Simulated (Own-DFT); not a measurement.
# Response to strain: 4H SiC, 72 atoms (C36Si36)

These are calculations, not measurements. The program, named Own-DFT, is a retired in-house plane-wave density functional code that no person has reviewed. Each row is one single-point run on a periodic cell that was not relaxed, without spin or spin-orbit coupling.

Settings of every run: PBE; PseudoDojo norm-conserving scalar-relativistic files; cutoff 42 hartree; 4 x 4 x 3 k mesh centred on Gamma; Fermi-Dirac smearing of 0.1 eV.

Known limits: forces on such cells passed a denser k mesh, each cell not checked; stress not checked against mesh or cutoff.

Unstrained cell vectors in Å: (9.248, 0.000, 0.000); (-4.624, 8.009, 0.000); (0.000, 0.000, 10.068). The unstrained cell has measured lattice constants (interpolated for alloys), not those of this functional. That, the random moves and any unrelaxed bonds set the pressure at no strain. Each run strains this cell uniformly, with the atoms carried along. Every atom was also moved at random, by a Gaussian of width 0.05 Å on each axis. Strain is the symmetric tensor, in per cent. Stress is positive in tension, and the pressure is minus a third of its trace.

```
run  e_xx (%)  e_yy (%)  e_zz (%)  e_yz (%)  e_xz (%)  e_xy (%)  s_xx (GPa)  s_yy (GPa)  s_zz (GPa)  s_yz (GPa)  s_xz (GPa)  s_xy (GPa)  P (GPa)  E (meV/atom)
  1      0.69      1.56      0.43      0.10     -0.30     -1.96        1.62        3.39       -2.97        0.32       -0.98       -7.89    -0.68           0.0
  2      0.45      1.17      0.63      1.60     -0.83     -0.36       -1.66        3.26       -3.64        4.71       -2.02       -2.12     0.68          14.2
  3      0.65      0.36      1.29     -1.42     -0.31      0.80       -0.40       -2.16        2.33       -4.37       -1.98        3.13     0.08          10.0
  4      1.12     -0.48      1.08     -0.65      1.12     -0.98        0.21       -4.72        0.42       -2.30        3.36       -5.25     1.36           0.3
  5      0.73     -1.97      1.28     -1.52     -0.78      1.29       -3.07      -15.11        0.34       -6.75       -3.51        5.79     5.95          42.1
  6     -1.30      0.97     -1.50      0.12      0.31     -0.10      -11.90       -2.47      -14.24        0.50        0.87       -1.69     9.54          18.6
  7      0.85     -1.96     -0.97     -0.34      0.07     -1.24       -2.91      -15.93      -13.08       -0.63        0.33       -5.88    10.64          35.8
  8      1.28      1.52     -1.14     -1.73      1.33     -0.45        2.41        4.24      -11.45       -5.62        4.52       -1.91     1.60          13.0
  9      0.95     -1.68     -1.84      0.53     -0.51     -0.27       -0.52      -13.80      -19.96        1.72       -2.34       -1.50    11.43          30.2
 10      0.32      0.62     -1.72     -0.64      0.89      1.38       -2.57       -2.96      -15.49       -2.40        2.79        6.28     7.01          16.0
 11     -1.36     -1.95      1.38      1.79     -0.57     -1.34      -12.07      -19.61        0.39        6.52       -2.38       -6.39    10.43          30.8
 12      1.20      0.20      1.21     -1.26      1.21      0.01        0.24       -1.06        1.71       -4.36        4.24        0.54    -0.30           9.9
 13     -0.34      0.33     -1.08      0.74      0.52     -1.98       -5.76       -3.72      -13.97        2.05        1.00       -8.70     7.82          18.4
 14      1.24      0.52     -1.29      0.80      1.50      0.32       -0.07       -1.49      -11.27        2.66        4.33        2.48     4.28          24.1
 15      1.21      1.01     -1.28     -0.21     -1.92     -0.92        2.20        1.52      -12.73        0.49       -6.08       -3.51     3.00          15.6
 16     -0.81      1.32     -0.81      0.25      0.90     -1.27       -9.34        0.78       -9.43        1.04        2.66       -5.78     6.00          16.3
 17     -1.43      1.92      0.41      1.41      1.21      1.83           ?           ?           ?           ?           ?           ?        ?             ?
```

E is the free energy for each atom above the lowest run shown.

## Worked fit

Each stress component was fitted by least squares to a constant and the strains of the runs shown, as fractions, with shears doubled. Shear strains stay in the fit of a normal stress only where such slopes are resolved. The slopes, in GPa:

| stress | at no strain | per e_xx | per e_yy | per e_zz | scatter |
|---|---|---|---|---|---|
| s_xx | -4.9 | 498 ± 32 | 73 ± 23 | 20 ± 23 | 1.09 |
| s_yy | -5.5 | 173 ± 26 | 573 ± 18 | 45 ± 19 | 0.89 |
| s_zz | -6.3 | 25 ± 33 | 79 ± 24 | 596 ± 24 | 1.14 |

Each shear stress against twice its own strain: yz 163 ± 11, xz 162 ± 7, xy 221 ± 9 GPa. These are stiffnesses along x, y and z of the frame in which the cell vectors are given, which need not be the crystal's axes. The atoms are held to the strained lattice; where symmetry lets them move under strain, relaxing them would lower some slopes. The table should be nearly symmetric about its diagonal, and what it lacks of that shows the noise. A ninth of its sum, 231 ± 4 GPa, estimates the bulk modulus near the mean pressure of these runs, 4.9 GPa, so it lies above the value at zero pressure.

## Withheld run

Question: what normal stresses and pressure should run 17 give?

The fit gives s_xx = -10.5, s_yy = 3.2, s_zz = -2.6 and P = 3.3 GPa. The calculation gave -10.52, 3.12, -4.91 and P = 4.10 GPa.
